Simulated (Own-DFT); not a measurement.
# What a defect does to the pressure of its cell: zincblende GaAs

Source: density functional calculations with Own-DFT, an unreviewed in-house program that is no longer used. Nothing was measured or relaxed, and spin and spin-orbit coupling are left out.

Common settings: PBE; PseudoDojo norm-conserving scalar-relativistic files; cutoff 42 hartree; 3 x 3 x 3 k mesh centred on Gamma; Fermi-Dirac smearing of 0.1 eV.

Keep in mind (not all hold for every row): not probed for a lower state with spin; forces not confirmed at this smearing and k mesh; stress not checked against mesh or cutoff.

All runs share one cell, with vectors in Å (11.737, 0.000, 0.000); (0.000, 11.737, 0.000); (0.000, 0.000, 10.919) and a volume of 1504.3 Å³, strained against the parent crystal. Atoms were moved at random from their sites; u is the rms move along one axis. The defect's site can differ from row to row.

| cell | formula | u (Å) | P (GPa) |
|---|---|---|---|
| no defect | As32Ga32 | 0.0293 | 0.73 |
| no defect | As32Ga32 | 0.0474 | 1.00 |
| no defect | As32Ga32 | 0.0480 | 1.04 |
| one As vacancy and one Ga vacancy | As31Ga31 | 0.0297 | 0.40 |
| one As vacancy and one Ga vacancy | As31Ga31 | 0.0305 | ? |
| one As vacancy and one Ga vacancy | As31Ga31 | 0.0482 | 0.65 |
| one As vacancy and one Ga vacancy | As31Ga31 | 0.0504 | 0.74 |
| one In on a Ga site | As32Ga31In | 0.0302 | 1.35 |
| one In on a Ga site | As32Ga31In | 0.0499 | 1.71 |
| one In on a Ga site | As32Ga31In | 0.0556 | 1.81 |
| one Al on a Ga site | AlAs32Ga31 | 0.0295 | 0.73 |
| one Al on a Ga site | AlAs32Ga31 | 0.0466 | 0.97 |
| one Al on a Ga site | AlAs32Ga31 | 0.0546 | 1.10 |
| one P on an As site | As31Ga32P | 0.0291 | 0.53 |
| one P on an As site | As31Ga32P | 0.0498 | 0.79 |
| one P on an As site | As31Ga32P | 0.0515 | 0.93 |

## Analysis

P = P0 + c u² + a shift for each defect gives P0 = 0.57 GPa, c = 198 ± 11 GPa/Å² and a scatter of 0.03 GPa. The shifts, and each times the cell's volume:

- one In on a Ga site: 0.63 ± 0.03 GPa, 5.9 eV
- one Al on a Ga site: -0.03 ± 0.03 GPa, -0.3 eV (not resolved)
- one P on an As site: -0.21 ± 0.03 GPa, -2.0 eV
- one As vacancy and one Ga vacancy: -0.35 ± 0.03 GPa, -3.3 eV

Against the defect-free cell, a freed cell would be larger where the shift is positive and smaller where it is negative (160.2 GPa Å³ is 1 eV). The atoms around the defects weren't relaxed, which would change these numbers.

## Withheld run

Q: what pressure belongs in the blank (one As vacancy and one Ga vacancy, u = 0.0305 Å)?

The fitted form gives 0.40 ± 0.04 GPa. DFT gave 0.39 GPa.
